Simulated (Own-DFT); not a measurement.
# Strain and stress in hcp Ru, 36 atoms (Ru36)

All numbers below are calculated, not measured. They come from Own-DFT, an in-house plane-wave density functional program, since retired, whose code no person has reviewed. Each row is one single-point run on a periodic cell that was not relaxed, without spin or spin-orbit coupling.

Settings of every run: PBE; PseudoDojo norm-conserving scalar-relativistic files; cutoff 50 hartree; 5 x 5 x 4 k mesh centred on Gamma; cold (Marzari-Vanderbilt) smearing of 0.2 eV.

Known limits: forces on such cells failed a check on a denser k mesh; stress not checked against mesh or cutoff.

Unstrained cell vectors in Å: (8.118, 0.000, 0.000); (-4.059, 7.030, 0.000); (0.000, 0.000, 8.563). The unstrained cell has measured lattice constants (interpolated for alloys), not those of this functional. That, the random moves and any unrelaxed bonds set the pressure at no strain. Each run strains this cell uniformly, with the atoms carried along. Every atom was also moved at random, by a Gaussian of width 0.05 Å on each axis. Strain is the symmetric tensor, in per cent. Stress is positive in tension, and the pressure is minus a third of its trace.

| run | e_xx (%) | e_yy (%) | e_zz (%) | e_yz (%) | e_xz (%) | e_xy (%) | s_xx (GPa) | s_yy (GPa) | s_zz (GPa) | s_yz (GPa) | s_xz (GPa) | s_xy (GPa) | P (GPa) | E (meV/atom) |
|---|---|---|---|---|---|---|---|---|---|---|---|---|---|---|
| 1 | -1.09 | -0.82 | -1.96 | -0.32 | 0.36 | -0.60 | -19.95 | -19.50 | -26.47 | -1.31 | 1.62 | -2.72 | 21.97 | 32.8 |
| 2 | -1.36 | 1.08 | -0.34 | 0.19 | 0.02 | -0.27 | -14.84 | -5.33 | -10.33 | 0.64 | 0.05 | -1.61 | 10.16 | 7.9 |
| 3 | -0.73 | -1.86 | -0.58 | -0.08 | 0.18 | 0.32 | -17.38 | -22.56 | -17.49 | -0.45 | 0.69 | 1.52 | 19.14 | 29.3 |
| 4 | 0.78 | 1.93 | -0.15 | -0.45 | 0.86 | -1.79 | -0.23 | 3.22 | -4.01 | -1.73 | 3.04 | -6.73 | 0.34 | 7.3 |
| 5 | -0.13 | 1.64 | 0.72 | 1.79 | 0.06 | 1.32 | -4.13 | 2.03 | -0.59 | 6.06 | 0.32 | 4.26 | 0.89 | 2.6 |
| 6 | 1.01 | 1.74 | -1.10 | 1.89 | 1.21 | 1.08 | -1.65 | 1.01 | -10.00 | 6.80 | 4.28 | 4.09 | 3.55 | 16.7 |
| 7 | 1.40 | -0.14 | -0.47 | -1.45 | 1.41 | -0.46 | -1.09 | -7.50 | -9.00 | -5.50 | 5.36 | -1.16 | 5.86 | 12.3 |
| 8 | 1.47 | -0.92 | 0.71 | 1.36 | 1.15 | -1.89 | 0.14 | -9.37 | -2.78 | 4.85 | 4.17 | -7.72 | 4.01 | 10.5 |
| 9 | -1.90 | -1.30 | -1.07 | 0.29 | 1.76 | 0.51 | -25.82 | -23.61 | -24.00 | 1.13 | 7.66 | 3.29 | 24.48 | 67.3 |
| 10 | 1.01 | -1.87 | -1.69 | 0.38 | -0.11 | -1.41 | -8.59 | -22.11 | -21.15 | 1.53 | -0.82 | -5.89 | 17.28 | 24.6 |
| 11 | 1.99 | 1.25 | 1.19 | -1.04 | -0.24 | -0.02 | 6.93 | 5.25 | 4.80 | -3.68 | -0.78 | -0.57 | -5.66 | 0.0 |
| 12 | -1.99 | 1.20 | -0.55 | -1.52 | -1.43 | 0.27 | -19.78 | -5.73 | -13.98 | -6.03 | -5.48 | 0.17 | 13.16 | 29.4 |
| 13 | -1.00 | 0.76 | 0.99 | -1.69 | -0.20 | -1.17 | -10.73 | -3.63 | -2.87 | -6.29 | -0.91 | -4.34 | 5.74 | 14.0 |
| 14 | -1.69 | -0.46 | -1.46 | -1.44 | 0.81 | 1.44 | -24.03 | -17.56 | -24.09 | -5.90 | 3.99 | 6.66 | 21.89 | 59.6 |
| 15 | 1.87 | -1.97 | -1.00 | -0.42 | -0.21 | 1.25 | -2.90 | -18.62 | -14.88 | -1.25 | -0.42 | 6.16 | 12.13 | 20.9 |
| 16 | 0.33 | -1.69 | 1.00 | 1.62 | 0.32 | -0.39 | ? | ? | ? | ? | ? | ? | ? | ? |

E is the free energy for each atom above the lowest run shown.

## Worked fit

Each stress component was fitted by least squares to a constant and the strains of the runs shown, as fractions, with shears doubled. Shear strains stay in the fit of a normal stress only where such slopes are resolved. The slopes, in GPa:

```
stress  at no strain  per e_xx  per e_yy  per e_zz  scatter
  s_xx          -8.6  611 ± 16  188 ± 18  198 ± 27     0.82
  s_yy          -8.6  189 ± 12  594 ± 13  226 ± 20     0.60
  s_zz          -8.8  224 ± 16  214 ± 18  657 ± 27     0.83
```

Each shear stress against twice its own strain: yz 184 ± 3, xz 201 ± 5, xy 208 ± 6 GPa. These are stiffnesses along x, y and z of the frame in which the cell vectors are given, which need not be the crystal's axes. The atoms are held to the strained lattice; where symmetry lets them move under strain, relaxing them would lower some slopes. The table should be nearly symmetric about its diagonal, and what it lacks of that shows the noise. A ninth of its sum, 345 ± 6 GPa, estimates the bulk modulus near the mean pressure of these runs, 10.3 GPa, so it lies above the value at zero pressure.

## Withheld run

Question: what normal stresses and pressure should run 16 give?

The fit gives s_xx = -7.7, s_yy = -15.8, s_zz = -5.1 and P = 9.6 GPa. The calculation gave -6.58, -15.21, -3.84 and P = 8.54 GPa.
